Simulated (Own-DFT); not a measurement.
# Biaxial strain at fixed height in wurtzite AlGaN with randomly placed atoms, 96 atoms (Al36Ga12N48)

Source: density functional calculations with Own-DFT, an unreviewed in-house program that is no longer used. Nothing was measured or relaxed, and spin and spin-orbit coupling are left out.

Common settings: PBE; PseudoDojo norm-conserving scalar-relativistic files (stringent for Ga); cutoff 96 hartree; 3 x 4 x 3 k mesh centred on Gamma; Gaussian smearing of 0.01 eV.

Keep in mind (not all hold for every row): some atoms lie very close together; k mesh not checked against a denser one; stress not checked against mesh or cutoff.

Unstrained cell vectors in Å: (12.525, 0.000, 0.000); (-4.697, 8.135, 0.000); (0.000, 0.000, 10.066). The unstrained cell has measured lattice constants (interpolated for alloys), not those of this functional. That, the random moves and any unrelaxed bonds set the pressure at no strain. Each run strains x and y alike by e, as a substrate would, and holds the height along z. Each atom got a random Gaussian move of width 0.05 Å along each axis. The random placing of the alloy's atoms differs from row to row. Stress is positive in tension.

| e (%) | u (Å) | (s_xx + s_yy)/2 (GPa) | s_zz (GPa) |
|---|---|---|---|
| -2.25 | 0.052 | -20.88 | -10.92 |
| -1.00 | 0.049 | -11.06 | -9.66 |
| -0.75 | 0.050 | -11.37 | -7.30 |
| -0.50 | 0.050 | -9.45 | -6.41 |
| 1.25 | 0.051 | 0.36 | -4.47 |
| 1.50 | 0.050 | 1.93 | -5.56 |
| 1.75 | 0.052 | 3.68 | -5.66 |
| 2.50 | 0.046 | ? | ? |
| 2.75 | 0.047 | 7.83 | -3.32 |
| 3.00 | 0.050 | 8.25 | -1.60 |

## Worked fit

With e as a fraction, the in-plane stress is -6.1 + 582 e - 3118 e² GPa (errors 16 and 900, scatter 0.66), and s_zz is -7.1 + 151 e GPa (slope ± 20, scatter 1.06). At e = 0 the first slope is C11 + C12 and the second 2 C13, both with the ions held to the strained lattice and at the cell's own pressure. The term in e² is negative: the layer stiffens under compression and softens under tension. A free layer would change its height as e changes, and the in-plane slope would drop by 2 C13²/C33 to the biaxial modulus. At fixed height, a misfit of 1 % moves the in-plane stress by about 5.8 GPa and s_zz by 1.5 GPa.

## Check

The question: what are the two stresses at e = 2.50 %?

From the fit: 6.5 and -3.3 GPa. The calculation gave 6.79 and -4.19 GPa.
